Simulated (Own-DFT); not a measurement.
# Computed records: GaN (wurtzite, strained, atoms displaced), GaAs (zincblende with one plane slipped along a stacking-fault path, atoms displaced), Si3N4 (beta silicon nitride, atoms displaced)

All values are calculated (Own-DFT development build). A calculation, not a measurement: plane-wave PBE density functional theory by an unreviewed code, no spin, of a simulated periodic cell, stress positive in tension, free energy of the whole cell less one offset for each atom, forces on such cells passed a denser k mesh, this cell's mesh not checked; offsets are fitted by least squares, one for each functional and potential file, so energies compare only between cells with the same atoms and settings and are not formation energies; the far tail of each file's local potential was reset to the Coulomb form; each entry is a single point on an unrelaxed cell, so the pressure reflects the starting lattice, mostly measured values (interpolated for alloys), from which strain is counted, and rises with the displacements; printed positions are rounded, which can move forces by about a meV/angstrom; the program, named Own-DFT, is a retired in-house code; no spin-orbit coupling.

Common to all runs: functional PBE.

(1) 
```xyz
96
Lattice="12.7560 0.0000 0.0000 -4.7835 8.2853 0.0000 0.0000 0.0000 10.2663" Properties=species:S:1:pos:R:3:force_x:R:1:force_y:R:1:force_z:R:1 formula=GaN potential_files=PseudoDojo_norm-conserving,scalar-relativistic,standard_set_with_the_stringent_files_for_Ga wave_cutoff=96 occupations=Gaussian smearing_width=0.01 k_mesh=3_x_4_x_3_centred_on_Gamma free_energy_of_cell_above_offsets=-3.969 pressure=9.13 stress_xx=-8.01 stress_yy=-8.39 stress_zz=-10.98 stress_yz=0.26 stress_xz=-0.54 stress_xy=0.77
Ga     0.0411     1.8801    10.2036     -0.475     -1.075      0.647
Ga     1.5332     0.9118     2.5016      1.322     -0.496      1.138
N      0.0523     1.8409     1.8796     -1.258      0.177      0.224
N      1.5951     0.9920     4.5168      -0.68     -1.545     -0.514
Ga    -0.0168     1.8645     5.1593      0.775      0.432     -1.116
Ga     1.5899     0.8836     7.6944     -0.036      1.151     -0.219
N     -0.0587     1.9264     7.0037      0.425     -1.294      2.384
N      1.5680     0.9212     9.6261       0.87     -0.345      0.219
Ga    -1.5241     4.6257    10.1437      -2.21      0.351       2.02
Ga    -0.0584     3.6746     2.5435      0.919      0.221      0.609
N     -1.6020     4.5885     1.9064      0.155      0.295     -0.436
N     -0.0227     3.7381     4.5411      0.721     -0.722     -0.962
Ga    -1.5716     4.5611     5.1820     -1.127      0.743     -1.316
Ga     0.0275     3.7207     7.6841     -0.632      -0.23     -0.101
N     -1.5664     4.6920     7.0412     -0.241     -1.097      1.665
N     -0.0768     3.6619     9.6690      2.417       0.09     -1.603
Ga    -3.2832     7.3388     0.0602      1.995      0.668     -1.663
Ga    -1.6065     6.4518     2.4740      0.819     -0.732      1.601
N     -3.1768     7.2786     1.8848     -1.005      1.266        1.8
N     -1.6224     6.3969     4.5527      0.304      0.893     -0.751
Ga    -3.1893     7.3586     5.2417      0.023       0.19      -3.71
Ga    -1.5867     6.5186     7.6376      1.064     -0.918      1.406
N     -3.1119     7.3471     7.0298     -1.751      0.854      2.326
N     -1.5293     6.4372     9.6660      -1.24      0.699     -1.253
Ga     3.2440     1.9309     0.0303     -0.711     -2.602      0.569
Ga     4.7034     0.9172     2.5848      1.905     -0.253     -0.618
N      3.1993     1.8087     2.0107         -1      1.444     -1.054
N      4.8216     0.9495     4.4639     -0.267     -0.271      1.329
Ga     3.1920     1.8335     5.0677      0.248       0.11       0.93
Ga     4.7915     0.8742     7.7209     -0.697      0.522      0.779
N      3.2070     1.8143     7.0903     -0.474     -0.436     -0.659
N      4.7810     0.9360     9.7269      0.038     -0.927     -1.165
Ga     1.5997     4.5451    10.2511      0.108       0.39      0.114
Ga     3.2667     3.7631     2.5468     -1.781     -1.815      0.816
N      1.6339     4.5251     1.9031     -0.387      1.247      0.534
N      3.1260     3.6925     4.5291       0.93      0.092     -0.997
Ga     1.5959     4.6289     5.1570     -0.418      0.213      -1.23
Ga     3.1510     3.6579     7.6634      0.664     -0.212     -0.242
N      1.6004     4.5998     7.0231     -0.352     -0.138      1.395
N      3.1907     3.6031     9.5843     -0.177      2.217      0.486
Ga     0.0300     7.3142    10.2571     -0.231      1.227       0.77
Ga     1.6802     6.4923     2.5723       -1.3     -0.738      -0.37
N     -0.0093     7.3973     1.9432      0.672     -0.914      0.102
N      1.6205     6.4855     4.5287     -0.288     -0.367     -0.502
Ga    -0.0107     7.3959     5.1613     -0.067     -0.319     -1.213
Ga     1.4944     6.3740     7.7209      2.743      0.376      0.386
N      0.0951     7.3464     7.0679     -1.868      0.707      0.043
N      1.6297     6.4466     9.6916     -0.498     -0.947     -0.779
Ga     6.3819     1.8152    10.2543     -0.256      0.182      0.961
Ga     7.9570     0.7876     2.4528      0.471      5.476      2.505
N      6.3858     1.8150     1.9539     -0.485      0.525      0.111
N      8.0671     0.9642     4.4886     -0.944     -0.266     -0.059
Ga     6.4098     1.8512     5.1656      0.389     -0.907      -0.13
Ga     7.9682     0.9040     7.7704     -0.713      0.049     -0.907
N      6.2947     1.8207     7.1423      1.608      0.273     -0.864
N      8.0083     1.0065     9.6914     -0.691     -1.698     -0.454
Ga     4.7670     4.6183     0.0207      0.318     -0.522     -1.624
Ga     6.3830     3.6941     2.6116      0.655     -1.419     -0.987
N      4.7988     4.6288     1.9186      0.679     -0.251      0.288
N      6.2867     3.6960     4.5426      3.038     -1.302     -1.123
Ga     4.8056     4.4929     5.0344     -2.985       2.47      2.905
Ga     6.3689     3.6769     7.6834     -0.458      0.682     -0.035
N      4.6761     4.5965     7.0545      1.614      0.392     -0.346
N      6.3849     3.6148     9.6485     -0.913      1.081     -0.116
Ga     3.1794     7.3821    10.2356      0.719      0.293     -0.135
Ga     4.8911     6.3654     2.6279     -0.818      2.042     -0.735
N      3.2337     7.4537     1.9016      0.536     -5.375     -0.761
N      4.8357     6.4761     4.5303     -1.332     -1.462     -0.807
Ga     3.2011     7.3829     5.0712       0.33      0.821      1.576
Ga     4.7734     6.5151     7.7366     -0.146     -1.604     -2.339
N      3.1810     7.3571     7.1397     -0.699       0.16     -0.893
N      4.7332     6.4034     9.5449      0.852      0.627      2.944
Ga     9.5501     1.8898    10.2285      1.365     -1.203      1.242
Ga    11.1967     0.9094     2.5483     -0.392      0.456      0.309
N      9.5932     1.7868     1.9019     -0.052      0.334      0.225
N     11.1625     1.0367     4.5662      0.571      -2.33     -1.398
Ga     9.6447     1.9701     5.0909      -1.44     -2.947      1.769
Ga    11.1461     0.8964     7.7908      0.193       0.09     -1.752
N      9.5286     1.8086     7.1660       0.98      0.641     -0.891
N     11.2266     0.8453     9.6765     -0.651      1.589     -0.321
Ga     7.8923     4.5748     0.0005      1.113     -0.413     -0.201
Ga     9.5664     3.6796     2.5016      0.526     -1.004      0.039
N      8.0029     4.5629     1.9185     -1.197      0.472      0.595
N      9.5204     3.6183     4.4481      0.456      3.023     -0.226
Ga     7.9607     4.5803     5.0564      0.307     -0.509      1.844
Ga     9.6347     3.6620     7.8027     -0.799      0.478     -1.155
N      8.0146     4.6255     7.1308     -0.108     -0.467     -0.783
N      9.5939     3.6489     9.7177     -0.089      1.648     -0.644
Ga     6.3737     7.4029     0.0308     -0.062     -1.878     -1.501
Ga     7.9522     6.4084     2.5733      0.777     -0.023     -0.107
N      6.4027     7.3440     1.8577     -0.067     -0.164       2.41
N      7.9845     6.3665     4.5185     -0.378      1.732     -0.364
Ga     6.3297     7.3301     5.1416      1.784      1.401     -0.181
Ga     7.9658     6.5120     7.6980      1.004     -1.748      0.698
N      6.4182     7.2701     7.0221      -0.77      1.753      1.032
N      8.0331     6.3756     9.7038     -1.788      0.618     -1.436
```

Units: wave_cutoff in hartree; smearing_width, free_energy_of_cell_above_offsets in eV; pressure, stress_xx, stress_yy, stress_zz, stress_yz, stress_xz, stress_xy in GPa; force_x, force_y, force_z in eV/Å.

(2) 
```xyz
48
Lattice="5.6533 -5.6533 0.0000 0.0000 5.6533 -5.6533 11.9190 11.9190 10.0817" Properties=species:S:1:pos:R:3:force_x:R:1:force_y:R:1:force_z:R:1 formula=GaAs potential_files=PseudoDojo_norm-conserving,scalar-relativistic,standard_set wave_cutoff=42 occupations=Fermi-Dirac smearing_width=0.1 k_mesh=4_x_4_x_2_centred_on_Gamma free_energy_of_cell_above_offsets=-13.256 pressure=5.46 stress_xx=-7.41 stress_yy=-6.18 stress_zz=-2.79 stress_yz=-0.12 stress_xz=-0.07 stress_xy=1.92
Ga     5.6557    -0.0082    -5.6215      -0.01      0.281      0.157
As     7.1295     1.4132    -4.1737     -0.335      -0.35     -0.852
Ga     2.8187     2.8099    -0.0165      0.202     -0.073      0.118
As     4.2384     4.1699     1.4342     -0.041      0.538     -0.176
Ga     5.6344     2.7592     2.8227      0.515      0.531       0.18
As     7.0998     4.1940     4.2867      -3.77     -0.749     -0.302
Ga     6.2239     6.2666     4.4115      3.349      0.624     -0.082
As     7.7055     7.6529     5.8078     -0.563      0.169      0.333
Ga     9.0227     9.1069     4.4379       0.57      0.179     -0.465
As    10.5050    10.5147     5.8772     -0.104     -0.203     -0.589
Ga    11.9259     9.1264     7.2694      0.259     -0.211     -0.054
As    13.3539    10.5394     8.6830     -0.517     -0.255       0.13
Ga    11.9553    14.7228     7.2151     -0.366      0.339      0.296
As     7.1066    -1.4400    -1.4444     -0.864     -0.071      0.604
Ga     2.7965     5.6079    -2.7906      0.627      0.392      -0.03
As     4.2180     7.0964    -1.4245       0.13      -0.92      0.136
Ga     5.6408     5.6287    -0.0053     -0.002       0.24      0.267
As     7.1074     7.0875     1.4280     -2.757     -1.835     -0.321
Ga     6.2133     9.0774     1.6378      3.165      1.133       0.12
As     7.5994    10.5400     2.9865      1.017     -0.286     -0.173
Ga     9.1220    11.9517     1.5850     -0.127     -0.076      0.242
As    10.5190    13.3658     3.0320      0.147      -0.39     -0.241
Ga    11.9192    11.9356     4.4529      -0.21     -0.572     -0.486
As    13.2724    13.3014     5.8421      1.034      0.284     -0.295
Ga    14.7398     9.1226    10.0490      0.117     -0.615      0.251
As     4.2023     4.2250    -4.2087      0.506      0.009     -0.226
Ga     5.6368     0.0059     0.0050      0.005     -0.205     -0.111
As     7.0659     1.4451     1.3879      0.284     -0.576      0.129
Ga     8.4902    -0.0196     2.8382     -0.201      0.066     -0.063
As     9.9064     1.4074     4.2772      -2.95     -1.562     -0.129
Ga     9.0605     3.4193     4.4758      2.967      1.362      0.135
As    10.4936     4.8766     5.8202      0.101     -0.558      0.536
Ga    11.8872     6.1933     4.4037      0.172      1.117      0.306
As    13.3892     7.6858     5.8595     -1.041     -0.013     -0.477
Ga    14.7582     6.3026     7.2139      0.035     -0.387      0.628
As    16.1941     7.6775     8.6376     -0.146      0.093      0.425
Ga    14.6976    11.8973     7.2678      0.539      0.415     -0.261
As     4.2446     1.4341    -1.4399     -0.008     -0.316      -0.11
Ga     5.7176     2.8055    -2.8604     -0.601      0.244       0.26
As     7.0515     4.1960    -1.3920      0.281      0.357     -0.074
Ga     8.5372     2.8209    -0.0031     -0.384      0.261      0.169
As     9.9227     4.2095     1.4268     -3.369     -1.078     -0.256
Ga     9.0703     6.2312     1.6028      2.483      1.361      0.021
As    10.4946     7.6455     2.9725     -0.111      0.398      0.551
Ga    11.9286     9.0871     1.6325      -0.05     -0.107     -0.556
As    13.3432    10.4833     2.9986      0.122      0.461      0.295
Ga    14.7721     9.0700     4.4301     -0.328      0.248     -0.111
As    16.1322    10.4782     5.8443      0.226        0.3      0.154
```

Units: wave_cutoff in hartree; smearing_width, free_energy_of_cell_above_offsets in eV; pressure, stress_xx, stress_yy, stress_zz, stress_yz, stress_xz, stress_xy in GPa; force_x, force_y, force_z in eV/Å.

(3) 
```xyz
42
Lattice="7.6060 0.0000 0.0000 -3.8030 6.5870 0.0000 0.0000 0.0000 8.7270" Properties=species:S:1:pos:R:3:force_x:R:1:force_y:R:1:force_z:R:1 formula=Si3N4 potential_files=PseudoDojo_norm-conserving,scalar-relativistic,standard_set wave_cutoff=42 occupations=Fermi-Dirac smearing_width=0.1 k_mesh=3_x_3_x_3_centred_on_Gamma free_energy_of_cell_above_offsets=18.657 pressure=19.52 stress_xx=-12.59 stress_yy=-20.31 stress_zz=-25.64 stress_yz=1.77 stress_xz=2.12 stress_xy=0
Si    -1.4924     5.2513     0.6935      2.227     -2.017     -1.731
Si     0.1808     2.3259     0.6698      5.595      8.067      4.445
Si     1.6451     5.5796     0.6431      -3.45     -6.036      3.002
Si     5.5921     1.4046     2.0875     -4.994      5.668       -2.1
Si     3.7874     4.0361     2.4161      -0.52      -4.44     -5.739
Si     2.3554     1.2151     2.0576      5.999       0.03      3.237
N      2.3104     0.4266     0.5154      -0.55     -3.904      5.691
N      6.2811     2.0230     0.5885     -4.425     -2.764      0.179
N      2.7075     4.1893     0.6021      0.858      3.856      2.261
N      1.3769     6.5056     2.0428      0.144     -7.312      2.555
N     -2.1794     4.7250     2.1338     -5.014     -1.002      0.236
N      0.9372     1.9101     2.3654      -3.57      1.815     -2.348
N     -0.0255     4.3749     0.8022      1.935      0.405     -1.017
N      3.8195     2.1955     2.2460      1.295      1.202     -1.345
Si    -1.6919     5.2435     3.5980       4.58      -0.37     -0.492
Si     0.3479     2.7761     3.7412     -1.439      -1.61     -0.646
Si     1.2458     5.3707     3.6652      9.186      8.265      0.237
Si     5.5904     1.6510     5.0025     -7.788     -2.506     -0.245
Si     3.5827     3.8456     5.2570      0.957      4.297     -6.121
Si     2.1042     1.1098     5.2538      5.341      2.537     -6.656
N      2.4776     0.2511     3.6914     -0.655      2.349     -1.004
N      6.0209     1.9315     3.5098      7.227      3.934      2.114
N      2.6476     4.2834     3.5435     -0.402      2.323      4.038
N      1.5740     6.5531     5.3410     -1.209     -1.783     -4.539
N     -2.3660     4.7910     4.9654      -4.12     -4.211      4.119
N      0.9838     2.3622     5.3825      3.104     -2.662     -8.708
N      0.1659     4.3824     3.4691     -9.981     -4.083      0.644
N      3.7545     2.3392     4.9929      1.649     -7.437       1.34
Si    -1.7505     4.9457     6.5900      5.695      0.904     -4.179
Si     0.1817     2.5505     6.6832     -2.349      5.395      2.326
Si     1.2805     5.5091     6.5743     -0.242     -1.647       2.16
Si     5.4305     1.5847     7.9022      -3.89      0.601      0.192
Si     3.5679     3.9727     7.8752      1.321      4.542      4.536
Si     2.2947     1.3072     7.9570      5.912      0.421     -4.983
N      2.2483     0.0324     6.3696        0.7      2.076      6.118
N      6.2891     1.9247     6.4163      0.584      0.968      5.482
N      2.8406     4.4491     6.5161     -4.263      3.721      1.181
N      1.0617     6.5768     8.2296      1.661     -0.061     -6.228
N     -2.4253     4.8510     8.0080     -3.682     -2.133      2.858
N      1.1469     2.4655     8.0176     -1.201     -1.881       0.82
N      0.0709     4.2588     6.6001     -3.036      3.505     -0.426
N      3.9030     2.4687     8.0042      0.812     -9.026     -1.262
```

Units: wave_cutoff in hartree; smearing_width, free_energy_of_cell_above_offsets in eV; pressure, stress_xx, stress_yy, stress_zz, stress_yz, stress_xz, stress_xy in GPa; force_x, force_y, force_z in eV/Å.

(4) 
```xyz
42
Lattice="7.6060 0.0000 0.0000 -3.8030 6.5870 0.0000 0.0000 0.0000 8.7270" Properties=species:S:1:pos:R:3:force_x:R:1:force_y:R:1:force_z:R:1 formula=Si3N4 potential_files=PseudoDojo_norm-conserving,scalar-relativistic,standard_set wave_cutoff=42 occupations=Fermi-Dirac smearing_width=0.1 k_mesh=3_x_3_x_3_centred_on_Gamma free_energy_of_cell_above_offsets=26.789 pressure=26.41 stress_xx=-31.89 stress_yy=-17.02 stress_zz=-30.32 stress_yz=1.96 stress_xz=-0.13 stress_xy=5.56
Si    -1.6040     5.0528     1.0662     -1.898      6.609     -10.43
Si     0.1605     2.5885     0.6221      3.431      1.821      5.013
Si     1.4348     5.5494     0.7434     -1.351     -2.986      2.369
Si     5.4530     1.5706     2.2112     -10.72     -7.238       2.47
Si     3.3537     3.8243     2.2147        5.5      -5.74     -6.513
Si     2.3968     1.2445     2.1545      3.619     -6.254     -0.229
N      2.3303     0.4640     0.6766      0.921     -6.425      1.018
N      6.1247     2.0468     0.9658      6.385      2.267     -6.657
N      2.6407     4.2168     0.7156     -0.279      2.403     -1.417
N      1.4552     6.2631     2.3361      0.318      5.843     -7.185
N     -2.3086     4.6016     2.3284     -9.136     -5.068     -2.489
N      1.2331     2.1898     2.2137     -11.42      6.747     -0.091
N     -0.3313     4.2314     0.7486      9.154     -1.633     -1.961
N      3.7834     2.0048     2.4253      4.141      4.912     -1.475
Si    -1.6507     5.1219     3.5511      4.602      2.709      9.814
Si     0.1354     2.7442     3.7797     -0.744     -0.693     -8.513
Si     1.3322     5.5198     3.7019       5.57       0.43      3.226
Si     5.3465     1.7405     5.2448     -2.079     -3.318     -4.156
Si     3.6674     4.1499     5.1671     -8.841     -6.853     -3.503
Si     2.3480     1.0451     5.2057      2.344      3.116      -4.95
N      2.3195     0.2631     3.6335     -0.172     -1.632        1.4
N      6.1535     1.9817     3.4544      6.682      3.782      12.67
N      2.7545     4.3708     3.4438     -2.534      4.817      12.34
N      1.4670     6.3421     5.2149      0.885      5.389     -3.786
N     -2.5193     4.5458     5.0044       11.3      3.768      0.316
N      1.0099     2.4511     5.0414      4.838     -5.874      5.054
N      0.3280     4.3798     3.6321      -10.4     -2.923     -0.021
N      3.7320     2.2256     5.3264      -0.87      0.725     -1.418
Si    -1.1033     5.0242     6.5701     -12.96     -5.184      3.139
Si     0.2693     2.3958     6.5236      5.987      5.634      2.066
Si     1.6097     5.3940     6.4789     -9.837      8.123      3.552
Si     5.4409     1.7811     8.2996     -7.265      -2.98     -8.367
Si     3.4075     4.1253     7.8527      7.869     -4.737      8.865
Si     2.3625     1.0215     7.7819      5.841     -3.129       4.22
N     -1.2208     6.5236     6.4487     -2.001      10.27     -0.214
N      6.3570     2.1550     6.4682     -5.007      -1.63      4.015
N      2.6617     4.3806     6.5402      6.741     -4.987     -4.708
N      1.5063     6.4264     8.0576      1.001      1.508     -1.279
N     -2.4261     4.8728     8.0998     -1.625      -2.23     -1.293
N      1.2900     2.1215     8.1113     -9.341      4.392      -3.79
N      0.2320     4.4359     6.4073      6.426     -6.344      0.948
N      3.6468     2.1611     7.8130      4.931      2.595      1.948
```

Units: wave_cutoff in hartree; smearing_width, free_energy_of_cell_above_offsets in eV; pressure, stress_xx, stress_yy, stress_zz, stress_yz, stress_xz, stress_xy in GPa; force_x, force_y, force_z in eV/Å.
